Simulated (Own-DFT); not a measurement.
# Point defects and the pressure they add: C40 NbSi2

Calculated, not measured: single-point runs of Own-DFT, a retired in-house plane-wave DFT program that no person has reviewed, on unrelaxed cells, without spin or spin-orbit coupling.

Method: PBE; PseudoDojo norm-conserving scalar-relativistic files; cutoff 42 hartree; 4 x 4 x 5 k mesh centred on Gamma; cold (Marzari-Vanderbilt) smearing of 0.2 eV.

Known weak points: forces on such cells failed a check on a denser k mesh; stress not checked against mesh or cutoff.

All runs share one cell, with vectors in Å (0.000, 8.324, 0.000); (-9.613, 0.000, 0.000); (0.000, 0.000, 6.586) and a volume of 527.0 Å³. u is the rms random offset of the atoms per axis. The defect's site can differ from row to row.

| cell | formula | u (Å) | P (GPa) |
|---|---|---|---|
| no defect | Nb12Si24 | 0.0176 | 1.44 |
| no defect | Nb12Si24 | 0.0440 | 2.32 |
| no defect | Nb12Si24 | 0.0477 | 2.68 |
| one Si vacancy | Nb12Si23 | 0.0279 | 0.99 |
| one Si vacancy | Nb12Si23 | 0.0450 | 1.57 |
| one Si vacancy | Nb12Si23 | 0.0537 | 2.20 |
| two Nb on a Si site each | Nb14Si22 | 0.0310 | 7.43 |
| two Nb on a Si site each | Nb14Si22 | 0.0447 | 8.18 |
| two Nb on a Si site each | Nb14Si22 | 0.0447 | 8.03 |
| two Si on a Nb site each | Nb10Si26 | 0.0283 | 1.71 |
| two Si on a Nb site each | Nb10Si26 | 0.0322 | 1.61 |
| two Si on a Nb site each | Nb10Si26 | 0.0457 | ? |
| two Si on a Nb site each | Nb10Si26 | 0.0519 | 2.77 |

## Worked fit

P = P0 + c u² + a shift for each defect gives P0 = 1.25 GPa, c = 599 ± 37 GPa/Å² and a scatter of 0.10 GPa. The shifts, and each times the cell's volume:

- two Nb on a Si site each: 5.64 ± 0.08 GPa, 18.6 eV (9.3 eV for each of its 2 sites)
- two Si on a Nb site each: -0.12 ± 0.08 GPa, -0.4 eV (-0.2 eV for each of its 2 sites) (not resolved)
- one Si vacancy: -0.80 ± 0.08 GPa, -2.6 eV

A positive shift means that the defect pushes the cell outwards. Shift times volume (160.2 GPa Å³ is 1 eV) depends little on the cell's size, so, taken for each site, it can be compared between cells at like pressure. The atoms around the defects weren't relaxed, which would change these numbers.

## Check

Question: what pressure belongs in the blank (two Si on a Nb site each, u = 0.0457 Å)?

Estimate: 2.38 ± 0.12 GPa. The hidden result is 2.27 GPa.
